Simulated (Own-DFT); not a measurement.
# One host, several defects: 4H SiC

No measurement is shown. These are fixed-geometry runs of a retired plane-wave code named Own-DFT, which no person has reviewed; spin and spin-orbit coupling are neglected.

Settings: PBE; PseudoDojo norm-conserving scalar-relativistic files; cutoff 42 hartree; 4 x 4 x 3 k mesh centred on Gamma; Fermi-Dirac smearing of 0.1 eV.

Caveats (not all hold for every row): not probed for a lower state with spin; forces on such cells failed a check on a denser k mesh; forces on such cells passed a denser k mesh, each cell not checked; stress not checked against mesh or cutoff.

All runs share one cell, with vectors in Å (9.248, 0.000, 0.000); (-4.624, 8.009, 0.000); (0.000, 0.000, 10.068) and a volume of 745.7 Å³. The atoms are randomly displaced, by u rms on each axis. The defect's site can differ from row to row.

```
cell,formula,u (Å),P (GPa)
no defect,C36Si36,0.0271,3.67
no defect,C36Si36,0.0573,6.23
no defect,C36Si36,0.0622,6.39
one Al on a Si site and one N on a C site,AlC35NSi35,0.0444,5.15
one Al on a Si site and one N on a C site,AlC35NSi35,0.0469,4.90
one Al on a Si site and one N on a C site,AlC35NSi35,0.0487,?
one Al on a Si site and one N on a C site,AlC35NSi35,0.0534,5.84
two N on a C site each,C34N2Si36,0.0285,2.73
two N on a C site each,C34N2Si36,0.0291,2.64
two N on a C site each,C34N2Si36,0.0492,4.29
one C vacancy,C35Si36,0.0291,3.45
one C vacancy,C35Si36,0.0504,4.78
one C vacancy,C35Si36,0.0523,4.94
two Al on a Si site each,Al2C36Si34,0.0301,5.77
two Al on a Si site each,Al2C36Si34,0.0489,7.26
two Al on a Si site each,Al2C36Si34,0.0558,7.49
```

## What the rows give

P = P0 + c u² + a shift for each defect gives P0 = 3.12 GPa, c = 881 ± 54 GPa/Å² and a scatter of 0.19 GPa. The shifts, and each times the cell's volume:

- two Al on a Si site each: 1.84 ± 0.16 GPa, 8.6 eV (4.3 eV for each of its 2 sites)
- one Al on a Si site and one N on a C site: 0.12 ± 0.16 GPa, 0.6 eV (not resolved)
- one C vacancy: -0.52 ± 0.16 GPa, -2.4 eV
- two N on a C site each: -1.10 ± 0.17 GPa, -5.1 eV (-2.6 eV for each of its 2 sites)

A positive shift means that the defect pushes the cell outwards. Shift times volume (160.2 GPa Å³ is 1 eV) depends little on the cell's size, so, taken for each site, it can be compared between cells at like pressure. The atoms around the defects weren't relaxed, which would change these numbers.

## Test on the hidden row

Q: what pressure belongs in the blank (one Al on a Si site and one N on a C site, u = 0.0487 Å)?

The fit gives 5.32 ± 0.22 GPa. The hidden result is 5.30 GPa.
